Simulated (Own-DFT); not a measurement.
# Computed records: SiC (4H silicon carbide, atoms displaced)

All values are calculated (Own-DFT development build). A calculation, not a measurement: plane-wave PBE density functional theory by an unreviewed code, no spin, of a simulated periodic cell, stress positive in tension, free energy of the whole cell less one offset for each atom, forces on such cells passed a denser k mesh, this cell's mesh not checked; offsets are fitted by least squares, one for each functional and potential file, so energies compare only between cells with the same atoms and settings and are not formation energies; the far tail of each file's local potential was reset to the Coulomb form; each entry is a single point on an unrelaxed cell, so the pressure reflects the starting lattice, mostly measured values (interpolated for alloys), from which strain is counted, and rises with the displacements; printed positions are rounded, which can move forces by about a meV/angstrom; the program, named Own-DFT, is a retired in-house code; no spin-orbit coupling.

Settings shared by all entries: functional PBE; potential files PseudoDojo norm-conserving, scalar-relativistic, standard set; wave cutoff 42 hartree; occupations Fermi-Dirac; smearing width 0.1 eV; hardware one NVIDIA H100; k mesh 4 x 4 x 3 centred on Gamma.

(1) SiC (4H silicon carbide, atoms displaced)

```
cell vectors (Å)
   9.2481     0.0000     0.0000
  -4.6241     8.0091     0.0000
   0.0000     0.0000    10.0681
atoms (fractions of the cell vectors)
Si  0.00258  0.00754  0.40756
Si  0.11662  0.22443  0.15484
C   0.99059  0.99659  0.09367
C   0.10650  0.21443  0.34288
Si  0.99685  0.33060  0.40558
Si  0.11256  0.55647  0.15360
C   0.00231  0.33498  0.09354
C   0.10983  0.55544  0.34182
Si  0.99854  0.66373  0.40922
Si  0.10864  0.89402  0.15621
C   0.99857  0.66713  0.09297
C   0.11143  0.88893  0.34625
Si  0.33354  0.99612  0.40891
Si  0.44361  0.21743  0.15250
C   0.33217  0.00368  0.09472
C   0.45062  0.22930  0.33580
Si  0.32390  0.32991  0.40336
Si  0.44832  0.55076  0.15857
C   0.32874  0.33117  0.09325
C   0.44379  0.55889  0.34521
Si  0.33739  0.66693  0.40938
Si  0.44909  0.89770  0.15178
C   0.33913  0.66777  0.09784
C   0.44537  0.88886  0.34337
Si  0.66970  0.99846  0.41024
Si  0.77493  0.22332  0.15311
C   0.67178  0.00360  0.09139
C   0.77289  0.22431  0.34511
Si  0.67125  0.33551  0.40716
Si  0.78416  0.55591  0.15624
C   0.66976  0.33544  0.09826
C   0.78282  0.55655  0.34435
Si  0.66628  0.67129  0.40959
Si  0.78268  0.89547  0.15203
C   0.66763  0.66623  0.09622
C   0.78152  0.89518  0.34222
Si  0.99306  0.99195  0.90647
Si  0.88916  0.77863  0.65567
C   0.99645  0.99574  0.59613
C   0.88686  0.77521  0.84236
Si  0.00183  0.66951  0.90473
Si  0.88054  0.44692  0.65794
C   0.99695  0.67070  0.59095
C   0.89233  0.44901  0.84297
Si  0.99530  0.33186  0.90142
Si  0.89227  0.10523  0.65642
C   0.00500  0.33923  0.58999
C   0.88739  0.10483  0.84164
Si  0.66292  0.99409  0.90564
Si  0.55176  0.77915  0.65870
C   0.67038  0.00528  0.58975
C   0.55607  0.78298  0.85036
Si  0.67077  0.66969  0.90637
Si  0.55735  0.44363  0.65079
C   0.67442  0.67087  0.59526
C   0.55776  0.44908  0.84300
Si  0.67338  0.33948  0.90630
Si  0.55738  0.10785  0.65540
C   0.66809  0.33179  0.59578
C   0.55376  0.10809  0.84459
Si  0.34186  0.00175  0.90494
Si  0.22519  0.77930  0.65273
C   0.33498  0.00375  0.59644
C   0.22219  0.77816  0.83897
Si  0.33289  0.66582  0.90736
Si  0.21798  0.44019  0.65472
C   0.33142  0.66464  0.60171
C   0.22339  0.44419  0.84375
Si  0.33261  0.33616  0.90435
Si  0.22117  0.11099  0.66273
C   0.33840  0.32795  0.58965
C   0.22394  0.11482  0.84372
```

Results for SiC (4H silicon carbide, atoms displaced): free energy of cell above offsets -10.498 eV; pressure 3.77 GPa; stress xx -3.85 GPa; stress yy -3.19 GPa; stress zz -4.26 GPa; stress yz -0.32 GPa; stress xz 0.26 GPa; stress xy -0.48 GPa; wall time 357.8 s.

Force:
```
element  x (eV/Å)  y (eV/Å)  z (eV/Å)
     Si     0.557    -2.533      0.18
     Si    -1.724    -0.763    -0.055
      C      2.18     1.411    -0.745
      C    -0.469     1.975    -0.379
     Si    -0.252     0.583     -0.69
     Si     0.232     0.373     0.465
      C    -0.336    -0.348    -0.507
      C     0.638    -0.153      0.74
     Si     0.162     0.679    -1.219
     Si     0.503    -0.985     0.527
      C     0.899     0.718    -0.473
      C    -0.276     0.216    -0.091
     Si    -0.276      1.35    -0.889
     Si    -0.274     1.702     0.538
      C     0.275    -0.997    -1.109
      C    -0.683    -0.991     1.821
     Si     2.156     0.407    -0.067
     Si    -0.915     0.914    -0.217
      C     1.509     0.275    -0.359
      C     0.674    -0.888     0.387
     Si    -1.376     0.195    -0.589
     Si     0.277    -1.459      1.17
      C     -0.55     0.179    -0.895
      C     0.379     0.087     0.388
     Si    -1.058     0.716    -1.933
     Si     1.279     0.135     1.038
      C    -0.759     0.036     -0.06
      C     1.513    -0.925     -0.39
     Si    -1.252     0.126    -0.433
     Si    -1.195     0.224     0.662
      C    -0.605    -0.142    -1.767
      C    -1.092     0.243     0.304
     Si      1.05    -0.283    -1.069
     Si    -1.504    -1.737     1.547
      C     0.572     0.212    -0.428
      C     0.128    -0.574     0.281
     Si     0.861     1.316    -0.163
     Si     0.273     0.017     0.163
      C     0.966     0.873    -0.555
      C       0.4     0.196     0.078
     Si     0.263     0.117     0.265
     Si      2.21     0.325     -0.75
      C     1.037    -0.541     1.096
      C    -0.272     -0.36     0.051
     Si     1.203    -0.207     0.814
     Si    -1.308     1.439    -0.246
      C     -1.03    -1.282     0.926
      C    -0.635     0.538     0.391
     Si     0.262     1.934      0.22
     Si     1.193     0.181     0.177
      C     0.335    -1.124     1.579
      C     0.437    -1.716     -1.33
     Si    -0.869    -0.546     0.443
     Si    -0.146     0.332     0.919
      C    -1.828     -0.56    -0.075
      C     0.095    -0.487    -0.087
     Si    -0.902    -0.763     0.263
     Si    -0.605     0.672     0.303
      C    -0.644    -0.286    -0.478
      C     1.282     1.232    -0.252
     Si    -2.142    -0.457     0.095
     Si    -1.064    -0.048      0.43
      C     0.253    -0.597    -0.338
      C     0.194     0.182     1.082
     Si    -0.221     0.017     0.323
     Si     1.212     0.286     0.362
      C     0.454     0.066    -1.607
      C    -0.772    -0.038    -0.303
     Si     0.536    -0.214     0.273
     Si     0.256    -0.093    -1.395
      C    -1.684     0.509     0.413
      C     0.007    -0.892     1.232
```

(2) SiC (4H silicon carbide, atoms displaced)

```
cell vectors (Å)
   9.2481     0.0000     0.0000
  -4.6241     8.0091     0.0000
   0.0000     0.0000    10.0681
atoms (fractions of the cell vectors)
Si  0.99756  0.00057  0.40971
Si  0.11473  0.21618  0.15809
C   0.00339  0.00100  0.09422
C   0.11228  0.22499  0.34356
Si  0.99527  0.32835  0.40589
Si  0.10772  0.55870  0.15233
C   0.00161  0.33407  0.09166
C   0.11168  0.55909  0.34457
Si  0.00421  0.66494  0.40868
Si  0.11611  0.88796  0.16005
C   0.99549  0.66197  0.09298
C   0.10750  0.88133  0.34594
Si  0.33654  0.99635  0.40578
Si  0.44572  0.22089  0.15054
C   0.33795  0.99597  0.09419
C   0.44726  0.21997  0.34633
Si  0.33256  0.32828  0.40858
Si  0.45050  0.56322  0.15760
C   0.33033  0.33444  0.09206
C   0.43747  0.55820  0.34724
Si  0.32733  0.65986  0.40878
Si  0.44491  0.88439  0.15365
C   0.33848  0.66547  0.09093
C   0.45054  0.89949  0.34198
Si  0.67394  0.00559  0.40767
Si  0.77606  0.22508  0.15792
C   0.66536  0.00388  0.09879
C   0.78057  0.22755  0.34644
Si  0.65715  0.33026  0.40776
Si  0.77801  0.55453  0.15317
C   0.67144  0.33883  0.09337
C   0.78114  0.55858  0.33874
Si  0.66705  0.66358  0.41444
Si  0.77387  0.88256  0.15692
C   0.66625  0.66884  0.08831
C   0.77494  0.89229  0.34385
Si  0.99480  0.99111  0.90569
Si  0.88283  0.77673  0.65750
C   0.99873  0.99296  0.59599
C   0.89179  0.77758  0.84797
Si  0.00406  0.66950  0.91012
Si  0.89032  0.44496  0.65518
C   0.00263  0.66176  0.59070
C   0.88897  0.44859  0.84579
Si  0.99594  0.33285  0.90957
Si  0.88954  0.11330  0.65414
C   0.99537  0.32705  0.58949
C   0.88972  0.11225  0.84017
Si  0.66824  0.00105  0.90178
Si  0.55583  0.77604  0.65084
C   0.66731  0.99836  0.59768
C   0.55435  0.77733  0.83979
Si  0.67510  0.66999  0.90578
Si  0.55883  0.44016  0.65904
C   0.67010  0.66940  0.59249
C   0.55001  0.44512  0.84786
Si  0.66699  0.32873  0.90359
Si  0.55628  0.11265  0.65936
C   0.67137  0.33400  0.60006
C   0.55466  0.11191  0.84040
Si  0.33286  0.00346  0.90755
Si  0.22369  0.77287  0.65613
C   0.33624  0.00287  0.59600
C   0.22309  0.78263  0.84567
Si  0.33373  0.66016  0.91085
Si  0.22938  0.44688  0.65565
C   0.33367  0.66624  0.59048
C   0.22524  0.44859  0.84508
Si  0.33505  0.33323  0.90459
Si  0.22373  0.10879  0.65755
C   0.33142  0.33496  0.59207
C   0.22570  0.10825  0.83999
```

The calculation gives: free energy of cell above offsets -10.242 eV; pressure 3.95 GPa; stress xx -3.37 GPa; stress yy -3.11 GPa; stress zz -5.35 GPa; stress yz -0.66 GPa; stress xz 0.29 GPa; stress xy -0.08 GPa; wall time 363.6 s.

Force:
```
element  x (eV/Å)  y (eV/Å)  z (eV/Å)
     Si     0.594    -0.486    -0.833
     Si    -1.406     1.207      -0.5
      C    -0.049    -1.213    -0.059
      C     0.283    -0.962     0.512
     Si     0.528     1.486    -0.446
     Si     1.584    -0.948      0.93
      C    -0.092    -0.374     1.168
      C     0.313    -1.172    -0.645
     Si    -1.138    -0.221    -0.774
     Si    -0.752    -0.218    -0.489
      C     0.273     1.402     0.143
      C     0.144     1.529     0.193
     Si    -1.105     0.343     0.486
     Si    -0.185     0.457     1.008
      C     -1.06     0.504    -0.283
      C    -1.613    -0.265    -0.938
     Si    -0.358     0.863    -0.936
     Si    -0.279    -1.613     0.199
      C     1.324     0.024     0.367
      C     2.376    -0.898      -0.3
     Si    -0.301     2.054    -1.052
     Si     0.197     0.639     0.802
      C    -1.254     0.131     1.068
      C     0.797    -2.091      0.33
     Si    -1.355    -0.279    -0.076
     Si     0.917     -0.05     0.035
      C     0.982    -0.568    -1.555
      C    -0.806    -0.459    -0.244
     Si      2.24     1.315     0.136
     Si    -0.699     0.591     0.487
      C    -0.555    -1.167    -0.607
      C    -0.612    -0.641     1.459
     Si    -0.467     0.614    -2.863
     Si     0.066     1.776    -0.002
      C     0.692    -0.429     1.063
      C     1.139    -1.023     0.544
     Si     0.367     2.404     0.199
     Si     2.111    -0.265     0.119
      C    -0.378     1.219    -0.097
      C    -0.061    -0.697    -1.056
     Si     0.091    -0.338    -0.921
     Si     0.773    -0.165     0.515
      C    -0.964      0.73      1.16
      C     0.396     -0.35    -0.479
     Si     0.835      0.19    -1.049
     Si     0.478    -0.875     0.368
      C     0.729      1.31      0.89
      C     0.305    -0.137     0.815
     Si    -0.307    -0.288     0.798
     Si    -0.384     0.283     1.019
      C      -0.3     0.432    -0.938
      C     0.651     -0.13     0.485
     Si    -1.962    -0.534    -0.562
     Si    -1.209     0.644     0.056
      C    -0.287    -1.327     1.314
      C     1.988     0.192    -0.707
     Si    -0.693     1.104     0.441
     Si     0.287    -0.586    -0.933
      C    -0.818    -0.219    -1.252
      C     0.233    -0.256     1.367
     Si     0.938    -0.747    -0.345
     Si    -0.669     1.061     0.453
      C     0.295     -0.82    -0.663
      C     0.824    -0.996     0.108
     Si    -0.373     1.729    -1.589
     Si    -1.619    -0.435     0.314
      C     0.311    -0.163     0.741
      C    -0.377    -1.409    -0.449
     Si    -1.196    -0.412     0.359
     Si    -0.414      0.12    -0.703
      C     1.447    -0.699     0.674
      C    -1.409     0.574     1.224
```
